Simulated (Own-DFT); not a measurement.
# Strain and stress in diamond silicon, 64 atoms (Si64)

These are calculations, not measurements. The program, named Own-DFT, is a retired in-house plane-wave density functional code that no person has reviewed. Each row is one single-point run on a periodic cell that was not relaxed, without spin or spin-orbit coupling.

Settings of every run: PBE; PseudoDojo norm-conserving scalar-relativistic files; cutoff 20 hartree; 3 x 3 x 3 k mesh centred on Gamma; Fermi-Dirac smearing of 0.1 eV.

Known limits: k mesh not checked against a denser one; stress not checked against mesh or cutoff.

Unstrained cell vectors in Å: (10.862, 0.000, 0.000); (0.000, 10.862, 0.000); (0.000, 0.000, 10.862). The unstrained cell has measured lattice constants (interpolated for alloys), not those of this functional. That, the random moves and any unrelaxed bonds set the pressure at no strain. Each run strains this cell uniformly, with the atoms carried along. Every atom was also moved at random, by a Gaussian of width 0.05 Å on each axis. Strain is the symmetric tensor, in per cent. Stress is positive in tension, and the pressure is minus a third of its trace.

```
run  e_xx (%)  e_yy (%)  e_zz (%)  e_yz (%)  e_xz (%)  e_xy (%)  s_xx (GPa)  s_yy (GPa)  s_zz (GPa)  s_yz (GPa)  s_xz (GPa)  s_xy (GPa)  P (GPa)  E (meV/atom)
  1     -1.89      1.74     -0.32      0.33      0.15     -0.29       -4.61       -1.04       -3.21        0.75        0.51       -0.15     2.95           1.9
  2      0.83     -1.56      0.78      1.45      0.04      1.95       -2.12       -4.28       -2.28        4.39       -0.74        3.73     2.90          21.7
  3     -1.41     -0.01     -0.52     -1.64      1.49      0.38       -5.34       -4.01       -4.53       -4.28        3.65        1.35     4.63           8.8
  4     -0.56      1.47      0.25      0.38     -1.72     -0.37       -2.82       -0.78       -2.10        1.52       -4.16       -0.57     1.90          20.5
  5      1.58      1.51      1.53      0.97     -1.37      1.04        1.54        1.41        1.38        1.87       -2.15        1.98    -1.44           0.6
  6     -0.49      0.02     -0.01     -1.85     -1.03      0.47       -3.52       -3.14       -3.21       -4.19       -2.81        0.52     3.29          13.6
  7     -1.13      0.56     -0.04     -1.07      1.48      1.80       -4.39       -2.76       -3.31       -2.63        3.00        3.98     3.49          21.9
  8     -1.99      0.04      0.07     -0.10     -1.68      1.23       -5.85       -4.14       -4.08       -0.44       -4.25        2.90     4.69          20.5
  9     -0.94      1.84      1.15      0.05     -1.75      0.64       -2.11        0.46       -0.31        0.77       -3.07        0.83     0.65           0.0
 10     -0.09      0.09     -0.36      0.79      1.91      1.11       -2.97       -3.08       -3.36        2.39        3.63        2.00     3.14          16.2
 11     -1.95     -0.60      0.96     -0.52      0.61     -1.75       -5.54       -4.49       -3.01       -0.93        1.02       -4.04     4.35          19.3
 12     -0.45     -0.46      1.35      0.56     -1.70     -1.16       -2.97       -2.92       -1.28        0.67       -3.16       -3.00     2.39          16.4
 13     -1.38      1.75      1.62     -1.08      1.36     -1.61       -2.90       -0.12       -0.31       -1.63        3.21       -3.29     1.11          21.1
 14     -0.55      1.73     -1.63     -1.93      0.74      0.60       -3.59       -1.39       -4.40       -4.02        2.46        1.63     3.13          11.1
 15     -0.47     -1.56      1.55      0.39     -1.13      0.91       -3.64       -4.41       -1.61        0.70       -2.88        2.48     3.22          11.6
 16     -1.02      1.30     -1.93      1.89      0.22     -1.04           ?           ?           ?           ?           ?           ?        ?             ?
```

E is the free energy for each atom above the lowest run shown.

## Worked fit

Each stress component was fitted by least squares to a constant and the strains of the runs shown, as fractions, with shears doubled. Shear strains stay in the fit of a normal stress only where such slopes are resolved. The slopes, in GPa:

```
stress  at no strain  per e_xx  per e_yy  per e_zz  scatter
  s_xx          -2.8   153 ± 4    66 ± 3    62 ± 4     0.14
  s_yy          -2.8    61 ± 5   159 ± 4    61 ± 6     0.19
  s_zz          -2.8    61 ± 4    64 ± 3   150 ± 4     0.15
```

Each shear stress against twice its own strain: yz 121 ± 10, xz 108 ± 6, xy 111 ± 7 GPa. These are stiffnesses along x, y and z of the frame in which the cell vectors are given, which need not be the crystal's axes. The atoms are held to the strained lattice; where symmetry lets them move under strain, relaxing them would lower some slopes. The table should be nearly symmetric about its diagonal, and what it lacks of that shows the noise. A ninth of its sum, 93 ± 2 GPa, estimates the bulk modulus near the mean pressure of these runs, 2.7 GPa, so it lies above the value at zero pressure.

## Withheld run

Question: what normal stresses and pressure should run 16 give?

The fit gives s_xx = -4.7, s_yy = -2.6, s_zz = -5.5 and P = 4.3 GPa. The calculation gave -4.96, -2.91, -5.72 and P = 4.53 GPa.
